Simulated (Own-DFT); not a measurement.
GaP (zincblende, atoms displaced) (calculated)

A calculation, not a measurement: plane-wave PBE density functional theory by an unreviewed code, no spin, of a simulated periodic cell, stress positive in tension, free energy of the whole cell less one offset for each atom, forces on such cells passed a denser k mesh, this cell's mesh not checked; offsets are fitted by least squares, one for each functional and potential file, so energies compare only between cells with the same atoms and settings and are not formation energies; the far tail of each file's local potential was reset to the Coulomb form; each entry is a single point on an unrelaxed cell, so the pressure reflects the starting lattice, mostly measured values (interpolated for alloys), from which strain is counted, and rises with the displacements; printed positions are rounded, which can move forces by about a meV/angstrom; the program, named Own-DFT, is a retired in-house code; no spin-orbit coupling. Program: Own-DFT development build.

Entry: GaP (zincblende, atoms displaced)

```xyz
96
Lattice="16.3515 0.0000 0.0000 0.0000 10.9010 0.0000 0.0000 0.0000 10.9010" Properties=species:S:1:pos:R:3 GaP
Ga    16.3169    10.8206    10.8499
Ga    16.2908     2.5921     2.8810
Ga     2.7982     0.0110     2.5713
Ga     2.6630     2.7144     0.0295
P      1.1966     1.3644     1.4933
P      1.3222     4.0229     4.2138
P      3.9894     1.4104     4.1353
P      4.1785     3.9346     1.4058
Ga     0.0462    10.7964     5.3854
Ga    16.1286     2.7862     8.0692
Ga     2.7076    10.8098     8.1483
Ga     2.6806     2.6040     5.4704
P      1.0925     1.4665     6.8689
P      1.2953     4.0941     9.5460
P      3.9321     1.2919     9.6575
P      4.1850     4.2091     7.0966
Ga     0.0607     5.3942     0.0707
Ga     0.0015     8.0937     2.6827
Ga     2.6851     5.4500     2.7225
Ga     2.5649     8.3333     0.0986
P      1.3152     6.6349     1.4212
P      1.4303     9.5692     4.0035
P      4.0832     6.8736     3.8694
P      4.1007     9.6396     1.1213
Ga    16.3122     5.4671     5.4188
Ga     0.0314     8.1862     8.2368
Ga     2.9088     5.3709     8.0217
Ga     2.6885     8.0222     5.3309
P      1.4235     6.7689     6.8223
P      1.3044     9.6853     9.3797
P      4.0335     6.9510     9.5018
P      4.2141     9.5434     6.9390
Ga     5.4366     0.0929    10.8811
Ga     5.6141     2.7128     2.5627
Ga     8.3415     0.0026     2.6152
Ga     8.2153     2.5736    10.8401
P      6.7419     1.4164     1.4964
P      6.5754     4.0744     4.2263
P      9.3082     1.3367     4.3075
P      9.6362     4.0808     1.2743
Ga     5.3918     0.0044     5.3418
Ga     5.4659     2.8173     8.1592
Ga     8.1690    10.7010     8.1059
Ga     8.2472     2.8067     5.4700
P      6.9793     1.3452     6.7248
P      6.9619     4.1659     9.5055
P      9.5010     1.3186     9.4604
P      9.5451     4.1124     6.7695
Ga     5.4177     5.3868    10.7604
Ga     5.5004     8.1241     2.6384
Ga     8.0772     5.5317     2.7255
Ga     8.0941     8.1561    10.8355
P      6.8721     6.8658     1.3018
P      6.8409     9.6117     4.2137
P      9.5696     6.9228     4.0427
P      9.6099     9.6167     1.3432
Ga     5.4931     5.7309     5.4890
Ga     5.5673     8.2882     8.2213
Ga     8.2419     5.3761     8.3491
Ga     8.1155     8.1245     5.5212
P      6.8374     6.7951     6.8027
P      6.6964     9.5926     9.6746
P      9.5857     6.7047     9.4637
P      9.5110     9.5153     6.6183
Ga    10.8460     0.0771     0.0507
Ga    10.9921     2.7780     2.8742
Ga    13.5638    10.8602     2.6483
Ga    13.7380     2.8421    10.8342
P     12.2254     1.3073     1.3895
P     12.3060     4.2591     3.9961
P     14.9332     1.2356     4.1340
P     14.9793     4.2416     1.1951
Ga    10.9698     0.1261     5.3721
Ga    11.0831     2.4647     8.2360
Ga    13.6664    10.8638     8.1073
Ga    13.5624     2.7670     5.2985
P     12.2995     1.4074     6.8207
P     12.1683     4.0895     9.6467
P     15.1642     1.5017     9.6172
P     15.0378     4.1168     6.9644
Ga    10.9541     5.4542     0.1828
Ga    10.9754     8.0885     2.8077
Ga    13.6450     5.5902     2.7296
Ga    13.6540     8.2251     0.1033
P     12.4337     6.6922     1.4740
P     12.3611     9.5746     4.1471
P     15.0668     6.7421     4.2207
P     14.9703     9.5413     1.4295
Ga    10.9210     5.4518     5.2876
Ga    11.0449     8.3740     7.9881
Ga    13.7639     5.5146     8.3482
Ga    13.5860     8.0396     5.5476
P     12.2633     6.8686     6.9260
P     12.2162     9.5689     9.4990
P     14.9599     6.8166     9.4460
P     14.9698     9.6063     6.6190
```

Settings of this run: functional PBE, potential files PseudoDojo norm-conserving, scalar-relativistic, standard set, wave cutoff 42 hartree, occupations Fermi-Dirac, smearing width 0.1 eV, hardware one NVIDIA H200 and k mesh 2 x 3 x 3 centred on Gamma.

Results for GaP (zincblende, atoms displaced): free energy of cell above offsets -38.644 eV; pressure 4.84 GPa; stress xx -5.11 GPa; stress yy -5.08 GPa; stress zz -4.33 GPa; stress yz -0.56 GPa; stress xz 0.82 GPa; stress xy 0.96 GPa; wall time 946.7 s.

Force:
```
element  x (eV/Å)  y (eV/Å)  z (eV/Å)
     Ga     0.167     0.891     0.868
     Ga    -0.509     1.522    -0.369
     Ga    -0.348     0.411     0.732
     Ga    -0.768      0.15     0.476
      P      1.19    -0.657    -1.513
      P     0.327     0.431    -0.986
      P     1.294    -0.674    -1.584
      P    -1.392      1.76    -1.121
     Ga     0.473     0.999    -0.018
     Ga     2.691     -1.08      2.76
     Ga     0.641     1.899    -1.028
     Ga    -0.458     1.109     1.595
      P     2.386    -1.801     -0.97
      P     0.961    -0.113    -0.905
      P     0.809     0.903    -1.586
      P     2.594    -2.998    -5.861
     Ga     0.043     0.751    -2.239
     Ga      0.12     0.298     0.941
     Ga     0.753    -1.902      0.54
     Ga    -0.136    -1.226    -1.281
      P     0.414     2.326    -0.583
      P     0.094    -0.792    -0.229
      P    -0.025    -0.616      1.44
      P     0.063    -1.125     2.431
     Ga     1.451    -1.316     1.995
     Ga    -0.512    -0.025    -1.567
     Ga    -4.735     3.868     4.266
     Ga     0.381     1.285     0.648
      P    -0.466    -0.037    -0.121
      P    -0.526     -1.76     2.058
      P    -0.013    -0.553     0.383
      P    -1.188     0.083    -2.052
     Ga     0.185     1.183     0.139
     Ga    -2.714     2.283     4.058
     Ga    -1.547     0.423     1.573
     Ga    -0.331     1.387     0.658
      P     3.378    -3.352    -3.185
      P     1.689     0.382    -0.783
      P     2.587    -0.337    -2.752
      P    -1.718    -1.158     1.969
     Ga    -0.046     0.714     1.391
     Ga     1.419    -2.144     1.075
     Ga    -0.204     0.796     0.297
     Ga    -1.734     1.422      0.61
      P     -1.92    -0.043     0.983
      P    -2.138    -2.568     1.685
      P     0.147    -1.066    -0.147
      P      1.28     0.084     0.727
     Ga    -0.273     0.759     0.659
     Ga     0.333     1.887    -0.115
     Ga     0.656      -1.2     0.403
     Ga     1.683     0.302    -0.249
      P    -1.127     -1.03    -0.113
      P      0.22    -1.056    -2.188
      P    -1.323    -1.216     0.675
      P     0.024     -2.26    -0.272
     Ga    -1.929     -1.74    -1.012
     Ga    -0.519    -1.347      0.06
     Ga     0.893     0.808    -3.066
     Ga     0.283     0.151    -1.132
      P     1.021     0.691     2.353
      P     1.863     0.046    -0.985
      P     1.238     2.396     1.206
      P     1.132     0.484     1.065
     Ga     0.366    -0.027    -1.144
     Ga    -1.496    -0.932     -0.88
     Ga     0.154     0.391     0.718
     Ga    -1.171    -0.817     0.368
      P     0.722      1.54    -0.131
      P     0.629    -1.095     0.448
      P    -0.595     0.472    -0.357
      P    -0.668    -1.382     3.212
     Ga    -0.446    -0.564     0.385
     Ga    -1.802     2.715     0.768
     Ga     0.575     0.604     0.724
     Ga     0.701     0.269     1.181
      P     1.187    -0.986    -1.459
      P     0.968    -0.055    -1.105
      P    -1.919    -1.546    -0.414
      P    -2.982     2.375    -3.461
     Ga     0.023     0.721    -1.364
     Ga     0.782     1.586    -0.985
     Ga     3.113    -2.136     1.409
     Ga    -0.443    -0.577    -1.239
      P    -2.723     3.247    -2.282
      P    -0.645    -0.872    -0.259
      P    -1.581     1.656    -1.746
      P     0.731    -0.336    -0.618
     Ga    -0.798     0.829     1.882
     Ga    -1.927    -0.532     0.738
     Ga    -2.977    -2.193    -1.839
     Ga     0.584     0.887    -0.612
      P     0.318    -2.176    -0.801
      P     0.764      0.55     1.152
      P     2.189     2.209     3.236
      P     0.082     -1.52     1.768
```
